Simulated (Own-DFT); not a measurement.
# Which defects push the lattice out? L1_0 TiAl

Everything here is calculated. The program is Own-DFT (plane waves, in-house, since retired, never reviewed by a person); positions were held fixed, and spin and spin-orbit coupling were off.

Settings: PBE; PseudoDojo norm-conserving scalar-relativistic files; cutoff 42 hartree; 4 x 4 x 4 k mesh centred on Gamma; cold (Marzari-Vanderbilt) smearing of 0.2 eV.

Keep in mind: forces on such cells failed a check on a denser k mesh; stress not checked against mesh or cutoff.

All runs share one cell, with vectors in Å (5.622, 5.622, 0.000); (-5.622, 5.622, 0.000); (0.000, 0.000, 8.133) and a volume of 514.0 Å³. The atoms are randomly displaced, by u rms on each axis. The defect's site can differ from row to row.

```
            cell   formula   u (Å)  P (GPa)
       no defect  Al16Ti16  0.0205     1.19
       no defect  Al16Ti16  0.0215     1.19
       no defect  Al16Ti16  0.0441     1.50
two Al vacancies  Al14Ti16  0.0290    -0.49
two Al vacancies  Al14Ti16  0.0326    -0.60
two Al vacancies  Al14Ti16  0.0485        ?
two Al vacancies  Al14Ti16  0.0540    -0.02
  one Ti vacancy  Al16Ti15  0.0279     0.48
  one Ti vacancy  Al16Ti15  0.0299     0.53
  one Ti vacancy  Al16Ti15  0.0299     0.55
```

## Working it out

P = P0 + c u² + a shift for each defect gives P0 = 1.07 GPa, c = 239 ± 31 GPa/Å² and a scatter of 0.06 GPa. The shifts, and each times the cell's volume:

- one Ti vacancy: -0.75 ± 0.05 GPa, -2.4 eV
- two Al vacancies: -1.82 ± 0.05 GPa, -5.8 eV (-2.9 eV for each of its 2 sites)

Positive is outwards. The product with the volume (160.2 GPa Å³ to the eV) is nearly free of the cell's size; divided by the bulk modulus at the cell's pressure it gives the volume that the defect adds. The atoms around the defects weren't relaxed, which would change these numbers.

## Check

The question: what pressure belongs in the blank (two Al vacancies, u = 0.0485 Å)?

From the fit: -0.19 ± 0.08 GPa. Computed: -0.24 GPa.
